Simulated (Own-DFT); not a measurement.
## Calculated data, SiC (4H silicon carbide, atoms displaced)

Computed with Own-DFT development build. A calculation, not a measurement: plane-wave PBE density functional theory by an unreviewed code, no spin, of a simulated periodic cell, stress positive in tension, free energy of the whole cell less one offset for each atom, forces on such cells passed a denser k mesh, this cell's mesh not checked; offsets are fitted by least squares, one for each functional and potential file, so energies compare only between cells with the same atoms and settings and are not formation energies; the far tail of each file's local potential was reset to the Coulomb form; each entry is a single point on an unrelaxed cell, so the pressure reflects the starting lattice, mostly measured values (interpolated for alloys), from which strain is counted, and rises with the displacements; printed positions are rounded, which can move forces by about a meV/angstrom; the program, named Own-DFT, is a retired in-house code; no spin-orbit coupling.

Settings shared by all entries: functional PBE; potential files PseudoDojo norm-conserving, scalar-relativistic, standard set; wave cutoff 42 hartree; occupations Fermi-Dirac; smearing width 0.1 eV; hardware one NVIDIA H100; k mesh 4 x 4 x 3 centred on Gamma.

(1) SiC (4H silicon carbide, atoms displaced)

```
SiC
1.0
      9.2481     0.0000     0.0000
     -4.6241     8.0091     0.0000
      0.0000     0.0000    10.0681
Si C Si C Si C Si C Si C Si C Si C Si C Si C Si C Si C Si C Si C Si C Si C Si C Si C Si C
2 2 2 2 2 2 2 2 2 2 2 2 2 2 2 2 2 2 2 2 2 2 2 2 2 2 2 2 2 2 2 2 2 2 2 2
Direct
  0.99641 0.99931 0.40905
  0.10912 0.22020 0.15569
  0.99597 0.99727 0.10119
  0.11585 0.22672 0.34887
  0.99847 0.33242 0.40527
  0.11802 0.55814 0.16023
  0.99488 0.33054 0.09838
  0.11598 0.55236 0.34348
  0.99930 0.66687 0.40631
  0.11304 0.88369 0.15408
  0.99863 0.67136 0.09593
  0.10720 0.88566 0.34603
  0.33677 0.99424 0.40723
  0.44448 0.22473 0.15367
  0.33022 0.00160 0.09178
  0.44263 0.22335 0.34313
  0.33978 0.33825 0.40142
  0.45243 0.56126 0.15463
  0.33566 0.33015 0.08951
  0.43675 0.54499 0.34435
  0.33712 0.66561 0.40776
  0.44443 0.88779 0.15596
  0.34013 0.67301 0.09504
  0.44777 0.89047 0.34840
  0.66233 0.99799 0.40662
  0.76742 0.22030 0.15539
  0.67359 0.01154 0.09242
  0.78093 0.22375 0.34069
  0.66890 0.33739 0.40866
  0.77827 0.55645 0.15465
  0.66622 0.33461 0.08985
  0.77451 0.54965 0.34558
  0.66425 0.66442 0.40730
  0.77284 0.88905 0.15266
  0.66423 0.66316 0.09955
  0.77702 0.88758 0.34328
  0.99557 0.00537 0.90526
  0.89121 0.78024 0.65624
  0.99929 0.00097 0.59098
  0.89647 0.78132 0.84101
  0.99904 0.66281 0.90160
  0.89151 0.44614 0.66017
  0.99967 0.67109 0.59514
  0.88997 0.44377 0.83982
  0.99912 0.33315 0.90592
  0.88958 0.11081 0.65990
  0.00163 0.33029 0.59718
  0.88671 0.10994 0.84625
  0.66319 0.99368 0.90594
  0.55273 0.76966 0.65858
  0.66707 0.99819 0.59639
  0.55531 0.77295 0.84835
  0.66466 0.67366 0.90936
  0.55799 0.44946 0.65629
  0.66257 0.65713 0.59455
  0.55522 0.44528 0.84794
  0.66889 0.33564 0.90675
  0.55422 0.10990 0.65337
  0.66694 0.33156 0.59605
  0.54970 0.10377 0.84416
  0.33286 0.00537 0.90897
  0.22375 0.78167 0.65943
  0.33465 0.99693 0.59677
  0.22945 0.78561 0.84368
  0.33881 0.66557 0.90002
  0.22151 0.44858 0.65737
  0.33570 0.66999 0.59218
  0.21497 0.43506 0.84235
  0.33489 0.33606 0.90334
  0.22082 0.10612 0.65835
  0.32608 0.33419 0.59556
  0.21600 0.10623 0.84467
```

Results for SiC (4H silicon carbide, atoms displaced): free energy of cell above offsets -10.206 eV; pressure 3.85 GPa; stress xx -3.51 GPa; stress yy -4.02 GPa; stress zz -4.02 GPa; stress yz 0.52 GPa; stress xz -0.09 GPa; stress xy 0.05 GPa; wall time 363.7 s.

Force:
| element | x (eV/Å) | y (eV/Å) | z (eV/Å) |
| --- | --- | --- | --- |
| Si | 0.673 | 0.612 | -1.247 |
| Si | 0.173 | 0.27 | 0.841 |
| C | 0.396 | -0.023 | -1.677 |
| C | -0.348 | -0.917 | -0.956 |
| Si | 0.824 | -0.144 | 0.459 |
| Si | -0.94 | -0.575 | -1.016 |
| C | 0.278 | 0.815 | -1.091 |
| C | -0.953 | 0.981 | 0.986 |
| Si | 0.443 | -0.433 | -0.01 |
| Si | -1.514 | 1.491 | 1.114 |
| C | 1.198 | -1.709 | -1.137 |
| C | 0.827 | 0.424 | -0.309 |
| Si | -2.125 | 1.1 | 0.13 |
| Si | 0.175 | -0.451 | 0.495 |
| C | 1.074 | -0.178 | 0.874 |
| C | 1.261 | -0.617 | 0.082 |
| Si | -1.099 | -2.432 | 2.033 |
| Si | -1.649 | -1.975 | 0.65 |
| C | -1.311 | 1.081 | 0.362 |
| C | 0.846 | 3.246 | -0.792 |
| Si | -0.463 | -0.305 | -0.385 |
| Si | -0.114 | 1.404 | 0.061 |
| C | 0.032 | -1.074 | -0.878 |
| C | -0.127 | -1.097 | -1.3 |
| Si | 1.662 | 0.841 | 0.365 |
| Si | 1.606 | 1.601 | 0.431 |
| C | -0.799 | -2.761 | -0.271 |
| C | -1.151 | -0.513 | 0.941 |
| Si | 0.026 | -1.521 | -0.243 |
| Si | 0.329 | -0.371 | 0.815 |
| C | -0.201 | 0.215 | 0.612 |
| C | 0.019 | 1.363 | -0.434 |
| Si | 0.105 | -0.123 | -0.456 |
| Si | 0.832 | 0.368 | 1.353 |
| C | 0.555 | 1.478 | -1.475 |
| C | -0.777 | -0.253 | 0.23 |
| Si | 1.687 | -1.214 | 1.27 |
| Si | -0.619 | -0.138 | -0.315 |
| C | 0.021 | -0.432 | 1.187 |
| C | -1.633 | -0.233 | 0.966 |
| Si | 0.445 | 1.163 | 0.971 |
| Si | -0.086 | -0.332 | -1.817 |
| C | 0.878 | -0.771 | -0.12 |
| C | -0.176 | -0.068 | 1.566 |
| Si | -0.375 | -0.292 | 1.048 |
| Si | -0.101 | -0.105 | -0.726 |
| C | -1.122 | 0.78 | -0.571 |
| C | -0.8 | 0.154 | -0.332 |
| Si | -0.618 | 1.411 | -0.003 |
| Si | 0.28 | 1.135 | -0.589 |
| C | 0.018 | -0.362 | -0.125 |
| C | -0.343 | 0.866 | -1.18 |
| Si | 2.762 | -1.778 | 0.032 |
| Si | -0.471 | -2.599 | 0.707 |
| C | 0.08 | 2.416 | -0.303 |
| C | 0.318 | 0.767 | -0.691 |
| Si | -0.284 | -0.861 | -0.883 |
| Si | 0.438 | -0.069 | 1.07 |
| C | -0.134 | 0.517 | -0.102 |
| C | 0.533 | 1.318 | -0.021 |
| Si | 0.13 | -0.679 | -0.665 |
| Si | 0.098 | -0.58 | -0.578 |
| C | -0.494 | 0.649 | -0.943 |
| C | -0.093 | -1.488 | 0.567 |
| Si | -2.049 | -0.475 | 1.433 |
| Si | 0.305 | -0.832 | -0.716 |
| C | -0.39 | -0.385 | 0.953 |
| C | 0.411 | 1.866 | 0.456 |
| Si | 0.053 | -1.215 | 0.191 |
| Si | -0.392 | 1.047 | -0.663 |
| C | 1.787 | -0.089 | -0.321 |
| C | 0.176 | 1.09 | 0.091 |

(2) SiC (4H silicon carbide, atoms displaced)

```
SiC
1.0
      9.2481     0.0000     0.0000
     -4.6241     8.0091     0.0000
      0.0000     0.0000    10.0681
Si C Si C Si C Si C Si C Si C Si C Si C Si C Si C Si C Si C Si C Si C Si C Si C Si C Si C
2 2 2 2 2 2 2 2 2 2 2 2 2 2 2 2 2 2 2 2 2 2 2 2 2 2 2 2 2 2 2 2 2 2 2 2
Direct
  0.00507 0.00272 0.40548
  0.10837 0.22410 0.15839
  0.00110 0.00352 0.09004
  0.10875 0.21850 0.34534
  0.99484 0.32890 0.40474
  0.11576 0.55322 0.16278
  0.00118 0.33689 0.09347
  0.11689 0.56288 0.34573
  0.00376 0.67268 0.40595
  0.11322 0.89200 0.15807
  0.99966 0.66938 0.09245
  0.11685 0.88844 0.34495
  0.33021 0.99939 0.41072
  0.44703 0.22638 0.15773
  0.33443 0.00042 0.09431
  0.44521 0.22375 0.33963
  0.33424 0.33116 0.40446
  0.44647 0.56219 0.15863
  0.33155 0.33577 0.09928
  0.45179 0.55647 0.34674
  0.33305 0.66864 0.40576
  0.44150 0.88884 0.15343
  0.32849 0.66137 0.09290
  0.44323 0.88600 0.33854
  0.66676 0.00001 0.40644
  0.77642 0.22215 0.15086
  0.66719 0.99931 0.09755
  0.77936 0.21878 0.34068
  0.66942 0.33418 0.40543
  0.77762 0.55282 0.15421
  0.67535 0.33750 0.09154
  0.78006 0.55427 0.34602
  0.66969 0.65928 0.40429
  0.77793 0.88541 0.16017
  0.67265 0.67467 0.09588
  0.78129 0.90063 0.34948
  0.00141 0.00140 0.90711
  0.89441 0.77970 0.66162
  0.00455 0.00040 0.59540
  0.89112 0.77582 0.84505
  0.99563 0.65986 0.90285
  0.89106 0.44537 0.65942
  0.00259 0.66860 0.59789
  0.88909 0.44322 0.84298
  0.99465 0.33124 0.91028
  0.89249 0.11423 0.65489
  0.99720 0.32905 0.59188
  0.89011 0.11302 0.84699
  0.66654 0.99950 0.90712
  0.55196 0.77446 0.64932
  0.66769 0.00216 0.59313
  0.55589 0.78315 0.84267
  0.66342 0.67179 0.89889
  0.54830 0.44372 0.65410
  0.66239 0.66925 0.59213
  0.55956 0.44738 0.84457
  0.66360 0.32747 0.90828
  0.54917 0.11120 0.65768
  0.67114 0.33926 0.59808
  0.55777 0.11262 0.83930
  0.33322 0.00136 0.90431
  0.21589 0.77243 0.66127
  0.33400 0.99788 0.59911
  0.22264 0.77548 0.84419
  0.32663 0.66441 0.90696
  0.21370 0.44399 0.64949
  0.33075 0.66707 0.59669
  0.22069 0.43909 0.84236
  0.33663 0.33612 0.90799
  0.22938 0.11613 0.65705
  0.33179 0.33405 0.59292
  0.21985 0.11082 0.84433
```

It finds free energy of cell above offsets -10.798 eV; pressure 3.59 GPa; stress xx -3.31 GPa; stress yy -3.26 GPa; stress zz -4.21 GPa; stress yz -0.31 GPa; stress xz -0.55 GPa; stress xy -0.11 GPa; wall time 362 s.

Force:
| element | x (eV/Å) | y (eV/Å) | z (eV/Å) |
| --- | --- | --- | --- |
| Si | -0.539 | -0.801 | 0.795 |
| Si | 0.447 | -0.416 | -0.509 |
| C | 0.142 | -0.258 | 1.486 |
| C | 0.242 | 1.154 | -0.168 |
| Si | 0.558 | 0.789 | 0.023 |
| Si | -1.747 | 0.751 | -1.355 |
| C | -0.132 | -0.464 | 0.735 |
| C | -0.49 | -1.629 | 0.441 |
| Si | 0.171 | -1.036 | 0.62 |
| Si | -0.187 | -0.312 | -0.986 |
| C | 0.796 | -0.5 | 0.452 |
| C | -1.392 | 0.552 | -0.067 |
| Si | 1.611 | 0.279 | -0.678 |
| Si | -0.008 | -0.416 | -1.035 |
| C | -0.251 | 0.644 | -0.521 |
| C | 0.494 | -0.443 | 1.634 |
| Si | -0.367 | 0.528 | 0.034 |
| Si | 0.765 | -0.597 | -0.228 |
| C | 0.59 | 0.264 | -0.72 |
| C | -1.444 | -0.211 | -0.305 |
| Si | 1.146 | 0.055 | 0.488 |
| Si | 0.566 | -0.269 | 0.144 |
| C | 0.377 | 1.075 | 0.198 |
| C | -0.268 | 0.707 | 1.361 |
| Si | -0.833 | 0.144 | 0.097 |
| Si | 0.851 | -0.278 | 1.179 |
| C | -0.305 | -0.203 | -1.034 |
| C | -1.095 | 0.688 | 0.024 |
| Si | 0.164 | -0.579 | 0.602 |
| Si | 0.116 | 1.459 | 0.191 |
| C | -1.539 | -0.871 | 0.296 |
| C | 0.655 | 0.106 | -0.777 |
| Si | -1.011 | 2.184 | 0.814 |
| Si | -0.044 | 1.731 | 0.048 |
| C | -0.466 | -1.814 | -0.832 |
| C | 1.661 | -2.385 | -0.923 |
| Si | -0.191 | -0.312 | -0.431 |
| Si | -1.254 | -0.066 | -1.037 |
| C | -0.008 | 0.274 | -0.196 |
| C | -0.723 | 0.484 | 0.169 |
| Si | 0.321 | 1.072 | 1.221 |
| Si | -0.263 | -0.285 | -0.693 |
| C | -0.472 | -0.556 | -0.93 |
| C | -0.244 | -0.615 | 0.587 |
| Si | 1.32 | 0.501 | -0.973 |
| Si | -0.241 | -1.253 | 0.634 |
| C | -0.706 | 0.826 | -0.353 |
| C | -0.203 | -0.431 | -0.493 |
| Si | 0.1 | 0.25 | -0.03 |
| Si | -0.18 | 1.332 | 1.25 |
| C | -0.496 | -0.062 | 0.116 |
| C | -0.552 | -0.856 | -0.353 |
| Si | 1.081 | -0.276 | 1.405 |
| Si | 1.25 | 0.851 | 0.499 |
| C | 1.717 | -0.686 | 0.134 |
| C | -0.521 | -0.462 | 0.051 |
| Si | -0.006 | 1.277 | -1.174 |
| Si | 2.044 | 0.554 | -0.809 |
| C | -0.821 | -0.826 | -1.009 |
| C | -0.478 | -0.519 | 1.631 |
| Si | 0.035 | -0.243 | 0.336 |
| Si | 1.069 | 0.936 | -0.519 |
| C | -0.763 | -0.103 | -0.832 |
| C | -0.928 | 0.307 | 0.525 |
| Si | 1.35 | -0.516 | -0.52 |
| Si | 1.531 | -0.099 | 1.474 |
| C | -0.394 | -0.171 | -1.079 |
| C | -0.801 | 0.655 | -0.036 |
| Si | -0.342 | -0.277 | 0.083 |
| Si | -1.027 | -0.709 | 0.209 |
| C | -0.276 | -0.127 | -0.522 |
| C | 0.834 | 0.503 | 0.141 |

(3) SiC (4H silicon carbide, atoms displaced)

```
SiC
1.0
      9.2481     0.0000     0.0000
     -4.6241     8.0091     0.0000
      0.0000     0.0000    10.0681
Si C Si C Si C Si C Si C Si C Si C Si C Si C Si C Si C Si C Si C Si C Si C Si C Si C Si C
2 2 2 2 2 2 2 2 2 2 2 2 2 2 2 2 2 2 2 2 2 2 2 2 2 2 2 2 2 2 2 2 2 2 2 2
Direct
  0.99982 0.00301 0.40662
  0.10822 0.22281 0.15678
  0.99781 0.00206 0.09716
  0.11084 0.22086 0.34689
  0.99807 0.33306 0.40831
  0.11241 0.54996 0.15809
  0.99211 0.32913 0.09393
  0.10264 0.55577 0.34489
  0.00137 0.66980 0.40611
  0.10740 0.89358 0.15799
  0.00347 0.66873 0.09658
  0.11704 0.88732 0.34142
  0.33869 0.00371 0.40711
  0.44811 0.22132 0.15627
  0.33028 0.99682 0.09028
  0.44601 0.22855 0.34465
  0.33153 0.33041 0.40451
  0.44535 0.55728 0.15345
  0.33855 0.33538 0.09947
  0.44529 0.55029 0.34332
  0.33228 0.66326 0.40543
  0.44867 0.89127 0.15654
  0.33629 0.66900 0.08964
  0.44557 0.88412 0.34633
  0.66179 0.99684 0.40144
  0.77987 0.22237 0.15693
  0.66268 0.99739 0.09069
  0.78082 0.21921 0.34540
  0.66502 0.33052 0.39998
  0.77442 0.55185 0.15370
  0.66353 0.33276 0.09091
  0.78369 0.56013 0.34193
  0.66604 0.66496 0.40143
  0.77612 0.88910 0.15155
  0.66506 0.66504 0.09310
  0.78232 0.88954 0.34538
  0.00154 0.99831 0.90578
  0.88529 0.77924 0.65389
  0.99426 0.99594 0.59649
  0.88976 0.77690 0.84261
  0.00056 0.66401 0.90851
  0.88827 0.44305 0.66067
  0.99334 0.66469 0.59388
  0.89271 0.44787 0.83762
  0.00087 0.33971 0.90430
  0.88869 0.10814 0.65637
  0.98925 0.32760 0.59501
  0.88851 0.10713 0.84282
  0.67688 0.99642 0.90481
  0.55453 0.77780 0.65291
  0.66652 0.00197 0.59742
  0.55395 0.77461 0.83928
  0.66109 0.66372 0.90348
  0.55085 0.44268 0.65589
  0.66701 0.66614 0.59629
  0.55172 0.44155 0.84117
  0.66997 0.33061 0.90032
  0.55301 0.10903 0.65584
  0.66516 0.33188 0.59208
  0.56017 0.11609 0.84209
  0.32335 0.00231 0.89775
  0.22323 0.77248 0.65761
  0.34149 0.00577 0.59638
  0.21988 0.77516 0.84074
  0.33695 0.66720 0.91140
  0.22168 0.44529 0.65624
  0.32841 0.66240 0.59103
  0.22276 0.44956 0.84241
  0.33550 0.33808 0.90507
  0.22063 0.11076 0.65434
  0.33243 0.33586 0.59454
  0.22412 0.10413 0.84508
```

The calculation gives: free energy of cell above offsets -10.440 eV; pressure 3.77 GPa; stress xx -3.99 GPa; stress yy -3.26 GPa; stress zz -4.07 GPa; stress yz 0.13 GPa; stress xz -0.11 GPa; stress xy -0.22 GPa; wall time 363.1 s.

Force:
| element | x (eV/Å) | y (eV/Å) | z (eV/Å) |
| --- | --- | --- | --- |
| Si | 0.9 | -0.998 | 0.196 |
| Si | 0.734 | 0.177 | 0.128 |
| C | 0.081 | 0.076 | -1.037 |
| C | -0.486 | 0.609 | -0.448 |
| Si | 0.223 | 0.116 | 0.21 |
| Si | -1.05 | 1.166 | -0.283 |
| C | 1.415 | 0.885 | -0.597 |
| C | 2.159 | -0.577 | -0.055 |
| Si | -0.473 | -0.092 | 0.396 |
| Si | 1.522 | -0.771 | -0.518 |
| C | -0.367 | -0.621 | -0.536 |
| C | -0.981 | 1.154 | 1.215 |
| Si | -0.231 | -0.392 | 0.008 |
| Si | -0.878 | -0.547 | -0.431 |
| C | -0.062 | 0.554 | 0.329 |
| C | 0.676 | -1.433 | -0.492 |
| Si | -0.19 | 0.608 | 0.607 |
| Si | 0.19 | -0.238 | 0.636 |
| C | -1.17 | -0.44 | -1.368 |
| C | -1.003 | 0.739 | -0.241 |
| Si | -0.28 | -0.521 | -0.159 |
| Si | -1.382 | -0.484 | -0.448 |
| C | -0.128 | -0.556 | 1.923 |
| C | -0.826 | 0.435 | -0.83 |
| Si | 1.606 | 0.24 | 1.65 |
| Si | -1.32 | -0.561 | -0.138 |
| C | 0.94 | 0.635 | 0.341 |
| C | -1.091 | -0.056 | -0.814 |
| Si | 0.66 | 1.236 | 1.484 |
| Si | 0.665 | 0.817 | 0.231 |
| C | 1.207 | -0.121 | -0.035 |
| C | -0.724 | -0.999 | -0.177 |
| Si | 0.526 | 0.179 | 1.086 |
| Si | 0.086 | -0.34 | 1.143 |
| C | 0.082 | 0.336 | -0.512 |
| C | -1.1 | -0.243 | -0.841 |
| Si | -0.113 | -0.172 | 0.183 |
| Si | 0.796 | -0.957 | 0.785 |
| C | 0.899 | 0.991 | -0.963 |
| C | -0.405 | -0.272 | 0.564 |
| Si | -0.329 | 0.848 | -0.31 |
| Si | -1.023 | 0.204 | -2.517 |
| C | 1.092 | 0.423 | -0.111 |
| C | -0.367 | -0.406 | 2.347 |
| Si | 0.426 | -1.274 | -0.005 |
| Si | -0.882 | 0.125 | 0.021 |
| C | 1.612 | 0.705 | 0.069 |
| C | 1.061 | 1.343 | 0.336 |
| Si | -2.855 | 0.093 | -0.41 |
| Si | 0.019 | -0.126 | -0.008 |
| C | 0.084 | -0.728 | -1.32 |
| C | -0.057 | 0.33 | 0.815 |
| Si | 1.07 | 0.147 | -0.062 |
| Si | 1.074 | 0.181 | -0.469 |
| C | -0.791 | -0.198 | -1.214 |
| C | 0.674 | 0.227 | 0.506 |
| Si | -0.95 | 0.565 | 0.578 |
| Si | 1.137 | 1.304 | 0.459 |
| C | -0.163 | 0.173 | -0.098 |
| C | 0.038 | -1.719 | 0.279 |
| Si | 4.835 | -1.784 | 2.07 |
| Si | -1.408 | 0.719 | -0.77 |
| C | -1.633 | -1.602 | -0.866 |
| C | 0.545 | 0.18 | 1.014 |
| Si | -0.816 | 0.747 | -2.143 |
| Si | -0.709 | -0.534 | -0.376 |
| C | 0.669 | 0.374 | 0.065 |
| C | 0.338 | -0.718 | 0.674 |
| Si | -0.052 | -1.135 | 0.653 |
| Si | 0.269 | -0.137 | 0.335 |
| C | -0.31 | -0.751 | -0.434 |
| C | -3.701 | 2.861 | -1.303 |

(4) SiC (4H silicon carbide, atoms displaced)

```
SiC
1.0
      9.2481     0.0000     0.0000
     -4.6241     8.0091     0.0000
      0.0000     0.0000    10.0681
Si C Si C Si C Si C Si C Si C Si C Si C Si C Si C Si C Si C Si C Si C Si C Si C Si C Si C
2 2 2 2 2 2 2 2 2 2 2 2 2 2 2 2 2 2 2 2 2 2 2 2 2 2 2 2 2 2 2 2 2 2 2 2
Direct
  0.99716 0.99456 0.40504
  0.10915 0.22331 0.15768
  0.99937 0.99965 0.09790
  0.11247 0.21514 0.34143
  0.99751 0.33723 0.40587
  0.11421 0.55260 0.15237
  0.99722 0.33208 0.09259
  0.11391 0.55507 0.34425
  0.99909 0.66331 0.40319
  0.10833 0.88743 0.15863
  0.00087 0.66911 0.09126
  0.10848 0.88635 0.34671
  0.33579 0.00446 0.40991
  0.44938 0.22513 0.15392
  0.33521 0.00278 0.09176
  0.45010 0.22623 0.34516
  0.32711 0.33006 0.40421
  0.44776 0.55509 0.15752
  0.33185 0.32970 0.09750
  0.44576 0.56237 0.34534
  0.32818 0.66372 0.41228
  0.45116 0.89253 0.15340
  0.33447 0.66750 0.09374
  0.44268 0.88795 0.34241
  0.66933 0.00099 0.40458
  0.77821 0.22388 0.15693
  0.66740 0.99960 0.09260
  0.77698 0.22097 0.34175
  0.66857 0.33473 0.40578
  0.77164 0.55779 0.14982
  0.66951 0.33276 0.09274
  0.78283 0.55871 0.34469
  0.67322 0.66653 0.40267
  0.77058 0.88934 0.16399
  0.66404 0.65630 0.09495
  0.77842 0.88874 0.34585
  0.00243 0.99679 0.90717
  0.89062 0.78076 0.65451
  0.99539 0.00370 0.58847
  0.89054 0.78452 0.84384
  0.99871 0.66546 0.90489
  0.88263 0.43975 0.65727
  0.99665 0.66643 0.59075
  0.89503 0.44527 0.84358
  0.00670 0.33301 0.90769
  0.88718 0.11027 0.65476
  0.99790 0.32875 0.59627
  0.88493 0.10715 0.84252
  0.66603 0.99569 0.90072
  0.55678 0.77839 0.65229
  0.66728 0.99803 0.59436
  0.55768 0.77590 0.84784
  0.66186 0.66759 0.90418
  0.55779 0.44275 0.66064
  0.65892 0.65954 0.59186
  0.55338 0.43955 0.83748
  0.66734 0.33172 0.90235
  0.55652 0.11145 0.65767
  0.66396 0.32638 0.59520
  0.55169 0.10955 0.84634
  0.33461 0.99604 0.90325
  0.22216 0.78187 0.65741
  0.33574 0.99753 0.59434
  0.22068 0.78684 0.84296
  0.33019 0.66235 0.90689
  0.22609 0.45192 0.65565
  0.33213 0.66894 0.59267
  0.21750 0.44546 0.84489
  0.33121 0.33114 0.90870
  0.22406 0.11449 0.65350
  0.33117 0.33155 0.58907
  0.22492 0.11104 0.84664
```

The calculation gives: free energy of cell above offsets -10.696 eV; pressure 3.73 GPa; stress xx -3.08 GPa; stress yy -3.77 GPa; stress zz -4.36 GPa; stress yz 0.1 GPa; stress xz -0.09 GPa; stress xy -0.22 GPa; wall time 366.8 s.

Force:
| element | x (eV/Å) | y (eV/Å) | z (eV/Å) |
| --- | --- | --- | --- |
| Si | 0.229 | 0.809 | -0.15 |
| Si | 0.507 | -0.731 | -0.261 |
| C | -0.7 | -0.219 | -0.492 |
| C | -1.657 | 0.766 | 0.556 |
| Si | 1.311 | -1.213 | 0.312 |
| Si | -1.001 | 0.813 | 0.666 |
| C | 0.64 | 0.085 | 0.25 |
| C | -0.658 | -0.207 | -0.448 |
| Si | 0.458 | 0.712 | 0.479 |
| Si | 0.732 | 0.57 | -0.347 |
| C | 0.017 | -0.71 | 0.39 |
| C | 0.698 | 0.157 | -0.142 |
| Si | 0.219 | -0.636 | -1.214 |
| Si | -0.276 | -0.875 | 0.56 |
| C | 0.117 | -0.52 | 0.277 |
| C | -0.703 | -0.238 | -0.272 |
| Si | 1.211 | 1.048 | -0.221 |
| Si | -1.156 | -0.386 | 0.259 |
| C | -0.147 | 0.841 | -0.695 |
| C | 0.488 | -1.072 | -0.035 |
| Si | 0.881 | 1.124 | -1.858 |
| Si | -1.597 | -0.442 | 0.579 |
| C | 0.548 | -0.145 | -0.338 |
| C | 0.256 | 0.214 | 0.582 |
| Si | -0.951 | -0.58 | 0.436 |
| Si | 0.038 | -0.422 | -0.597 |
| C | 0.15 | 0.4 | -0.298 |
| C | 0.091 | 0.409 | 0.505 |
| Si | -0.116 | -0.012 | 0.148 |
| Si | 3.253 | -1.157 | 1.43 |
| C | -0.492 | 0.493 | -0.503 |
| C | -0.385 | -0.929 | -1.032 |
| Si | -1.58 | -0.348 | 0.994 |
| Si | 1.677 | -0.36 | -1.838 |
| C | -2.037 | 2.445 | -1.042 |
| C | -0.29 | -0.172 | 0.204 |
| Si | -0.762 | 1.034 | 0.521 |
| Si | -0.764 | -0.233 | -0.11 |
| C | 1.344 | -0.669 | 0.85 |
| C | 0.032 | -1.842 | -0.227 |
| Si | -0.312 | 0.683 | -0.006 |
| Si | 1.101 | 0.712 | -0.281 |
| C | 0.515 | -0.292 | 0.511 |
| C | -0.774 | -0.412 | 0.23 |
| Si | -1.93 | -1.028 | -0.513 |
| Si | 0.173 | 0.023 | 0.443 |
| C | -0.297 | 1.282 | -0.709 |
| C | 0.996 | 0.61 | 0.281 |
| Si | -0.274 | 0.833 | 1.166 |
| Si | 0.019 | -0.562 | 0.652 |
| C | -0.472 | 0.416 | -0.373 |
| C | -1.692 | -0.185 | -1.43 |
| Si | 1.929 | -0.778 | 0.331 |
| Si | -0.882 | -0.414 | -2.55 |
| C | 1.108 | 0.926 | 0.138 |
| C | -0.214 | 0.718 | 2.491 |
| Si | 0.314 | 0.257 | 0.681 |
| Si | 0.105 | -0.896 | 0.046 |
| C | -0.192 | 0.978 | -0.385 |
| C | 1.27 | -0.066 | -0.759 |
| Si | -1.007 | 1.481 | 1.372 |
| Si | -0.346 | -0.889 | -0.39 |
| C | -0.721 | 0.919 | 0.101 |
| C | 1.169 | -2.418 | -0.132 |
| Si | -0.331 | 1.337 | -0.011 |
| Si | -0.198 | -1.665 | -0.102 |
| C | -0.015 | 0.297 | 1.227 |
| C | 1.816 | -0.017 | -0.379 |
| Si | 0.193 | 0.139 | -0.262 |
| Si | -0.424 | -0.647 | 0.476 |
| C | 0.194 | 0.809 | 1.064 |
| C | -0.447 | 0.048 | -0.808 |
